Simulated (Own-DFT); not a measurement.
Simulation results for SiC (4H silicon carbide, strained, atoms displaced)

Computed with Own-DFT development build. A calculation, not a measurement: plane-wave PBE density functional theory by an unreviewed code, no spin, of a simulated periodic cell, stress positive in tension, free energy of the whole cell less one offset for each atom, forces on such cells passed a denser k mesh, this cell's mesh not checked; offsets are fitted by least squares, one for each functional and potential file, so energies compare only between cells with the same atoms and settings and are not formation energies; the far tail of each file's local potential was reset to the Coulomb form; each entry is a single point on an unrelaxed cell, so the pressure reflects the starting lattice, mostly measured values (interpolated for alloys), from which strain is counted, and rises with the displacements; printed positions are rounded, which can move forces by about a meV/angstrom; the program, named Own-DFT, is a retired in-house code; no spin-orbit coupling; before rounding, a Quantum ESPRESSO 7.3.1 run of the same cell and cutoff gave forces within 1 meV/angstrom rms on each cell, which checks the program and not the settings.

### SiC (4H silicon carbide, strained, atoms displaced)

```
cell vectors (Å)
   6.2845     0.0414     0.0809
  -3.1064     5.4242    -0.0258
   0.1321     0.0276    10.1328
atoms (fractions of the cell vectors)
Si  0.00530  0.00335  0.39597
Si  0.15894  0.33184  0.15744
C   0.00146  0.00049  0.09273
C   0.16454  0.33132  0.35266
Si  0.00693  0.50810  0.40181
Si  0.16123  0.83314  0.15316
C   0.99878  0.49961  0.08538
C   0.15757  0.83460  0.34542
Si  0.50515  0.00750  0.40953
Si  0.66562  0.33873  0.15620
C   0.48943  0.98547  0.09196
C   0.67343  0.33152  0.34737
Si  0.50136  0.50811  0.41485
Si  0.67107  0.83181  0.16036
C   0.51009  0.51003  0.10049
C   0.66646  0.83101  0.34273
Si  0.01166  0.99956  0.90659
Si  0.84074  0.67855  0.66622
C   0.99529  0.97570  0.59424
C   0.81462  0.65900  0.84579
Si  0.00123  0.49447  0.90330
Si  0.84867  0.18011  0.65329
C   0.98397  0.48669  0.60082
C   0.81676  0.15003  0.85426
Si  0.48508  0.98329  0.91077
Si  0.33892  0.65478  0.65170
C   0.50457  0.99956  0.59468
C   0.33947  0.67996  0.84370
Si  0.47850  0.49385  0.89738
Si  0.34364  0.16783  0.65646
C   0.49914  0.48849  0.58908
C   0.31183  0.15106  0.83819
```

```
functional                        : PBE
potential files                   : PseudoDojo norm-conserving, scalar-relativistic, standard set
wave cutoff                       : 42 hartree
occupations                       : Fermi-Dirac
smearing width                    : 0.1 eV
k mesh                            : 5 x 5 x 3 centred on Gamma
free energy of cell above offsets : -2.389 eV
pressure                          : -4.04 GPa
stress xx                         : 7.98 GPa
stress yy                         : 5.11 GPa
stress zz                         : -0.96 GPa
stress yz                         : 1.95 GPa
stress xz                         : 4.74 GPa
stress xy                         : 2.81 GPa
```

Force:
```
element  x (eV/Å)  y (eV/Å)  z (eV/Å)
     Si    -1.382    -0.869     2.795
     Si     1.084     0.793    -0.062
      C     0.021     0.261     0.565
      C     0.398     1.016     -1.38
     Si     -1.05    -0.919     1.682
     Si     0.702    -0.466     0.496
      C    -0.081     0.062     1.928
      C     2.147    -0.053    -1.022
     Si    -0.093    -0.638    -0.595
     Si      0.43    -1.059    -0.206
      C     0.109     1.169     1.284
      C    -0.737     0.839    -0.593
     Si     0.892    -0.973    -3.026
     Si    -0.972     0.219    -1.283
      C    -1.378    -1.496    -1.497
      C    -0.142     0.587     0.983
     Si    -3.795    -1.498      0.16
     Si    -0.014    -2.465    -1.331
      C    -0.183     3.798    -1.145
      C     1.331     0.236     0.842
     Si    -1.432    -0.531    -0.563
     Si    -0.308        -4     1.635
      C     1.389     3.169     -1.55
      C      1.22     1.363    -1.591
     Si     0.537      2.44    -0.511
     Si    -1.727     1.189     0.533
      C     0.572    -0.407     0.001
      C    -0.734    -2.819    -1.185
     Si     1.728     0.076     2.193
     Si    -1.042    -1.721    -1.116
      C     0.232     0.901     2.641
      C     2.276     1.796     0.917
```
